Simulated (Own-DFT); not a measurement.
# Response to strain: wurtzite AlN, 128 atoms (Al64N64)

Calculated results; nothing here was measured. The program, named Own-DFT, is a retired in-house plane-wave density functional code that no person has reviewed. Each row is one single-point run on a periodic cell that was not relaxed, without spin or spin-orbit coupling.

Settings of every run: PBE; PseudoDojo norm-conserving scalar-relativistic files; cutoff 42 hartree; 3 x 3 x 3 k mesh centred on Gamma; Gaussian smearing of 0.01 eV.

Known limits: k mesh not checked against a denser one; stress not checked against mesh or cutoff.

Unstrained cell vectors in Å: (12.448, 0.000, 0.000); (-6.224, 10.780, 0.000); (0.000, 0.000, 9.964). The unstrained cell has measured lattice constants (interpolated for alloys), not those of this functional. That, the random moves and any unrelaxed bonds set the pressure at no strain. Each run strains this cell uniformly, with the atoms carried along. Every atom was also moved at random, by a Gaussian of width 0.05 Å on each axis. Strain is the symmetric tensor, in per cent. Stress is positive in tension, and the pressure is minus a third of its trace.

```
run,e_xx (%),e_yy (%),e_zz (%),s_xx (GPa),s_yy (GPa),s_zz (GPa),P (GPa),E (meV/atom)
1,0.00,0.00,-1.25,-8.01,-5.38,-11.40,8.26,26.1
2,0.00,0.00,0.75,-4.09,-4.28,-3.70,4.02,9.3
3,0.00,0.00,2.50,-3.68,-5.08,5.33,1.14,22.4
4,0.00,0.00,1.50,-4.12,-4.70,1.89,2.31,0.0
5,0.00,0.00,-0.50,-6.95,-6.43,-6.11,6.50,17.4
6,0.00,0.00,0.25,-4.68,-5.58,-4.57,4.94,7.2
7,0.00,0.00,2.00,-4.89,-3.08,3.58,1.46,4.7
8,0.00,0.00,3.00,-4.32,-2.19,7.03,-0.17,9.0
9,0.00,0.00,-1.00,?,?,?,?,?
```

E is the free energy for each atom above the lowest run shown.

## Worked fit

The change of volume is close to e_xx + e_yy + e_zz. A straight line through the runs shown gives P = 5.56 - 194 x (fractional change of volume) GPa, with an error of 7 on the slope and a scatter of 0.28 GPa. The strain isn't the same on all axes and the cell isn't cubic, so the slope belongs to this path and is not the bulk modulus.

## Withheld run

Question: what pressure should run 9 give? Its volume changes by -1.00 %.

The line gives 7.5 GPa. The calculation gave 8.41 GPa.
